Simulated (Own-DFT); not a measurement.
# What random displacements cost in hexagonal WC, 64 atoms (C32W32)

These are calculations, not measurements. They come from Own-DFT, an in-house plane-wave density functional program, since retired, whose code no person has reviewed. Each row is one single-point run on a periodic cell that was not relaxed, without spin or spin-orbit coupling.

Settings of every run: PBE; PseudoDojo norm-conserving scalar-relativistic files; cutoff 50 hartree; 4 x 4 x 4 k mesh centred on Gamma; cold (Marzari-Vanderbilt) smearing of 0.2 eV.

Known limits, some of them of some rows only: some atoms lie very close together; forces on such cells moved up to 12 meV/angstrom on a denser k mesh; stress not checked against mesh or cutoff.

Cell vectors in Å: (5.833, -5.052, -2.839); (0.000, -5.052, 8.518); (-5.833, -5.052, -2.839). In each run every atom was moved at random and independently from its ideal site; u is the rms move along one axis. E is the free energy for each atom above the fitted value at u = 0, and F the rms of the force components.

```
run   u (Å)  E (meV/atom)  F (eV/Å)  largest force (eV/Å)  P (GPa)
  1  0.0206          16.0     0.583                  2.52     3.36
  2  0.0224          18.9     0.637                  2.54     3.51
  3  0.0473          79.9     1.254                  4.77     5.79
  4  0.0514             ?         ?                     ?        ?
  5  0.0931         293.9     2.376                  9.17    13.77
  6  0.1056         462.3     3.643                 21.57    21.32
  7  0.1557         904.7     4.959                 20.84    38.68
```

## Worked fit

For small independent moves the energy grows as E = (3/2) K u², with K the mean stiffness felt by one atom. The runs with u up to 0.11 Å give K = 24.8 ± 1.5 eV/Å², with residuals divided by u² + 0.0006 Å², since the noise grows with the moves. The scatter is 9.4 meV/atom at u = 0.05 Å. The forces follow F = G u with G = 28.8 eV/Å²; no force at u = 0 is resolved. G exceeds K because the moves of its neighbours add to the force on an atom, and stiffness differs between atoms. At u = 0.156 Å the parabola gives 904 meV/atom and the run 905. The pressure follows P = 2.43 + 1547 u² GPa: at fixed volume, shortened bonds push harder than stretched ones pull.

## Withheld run

Question: what energy and rms force should run 4 give?

The fit gives 98 ± 11 meV/atom and about 1.48 eV/Å. The calculation gave 90.9 meV/atom and 1.367 eV/Å.
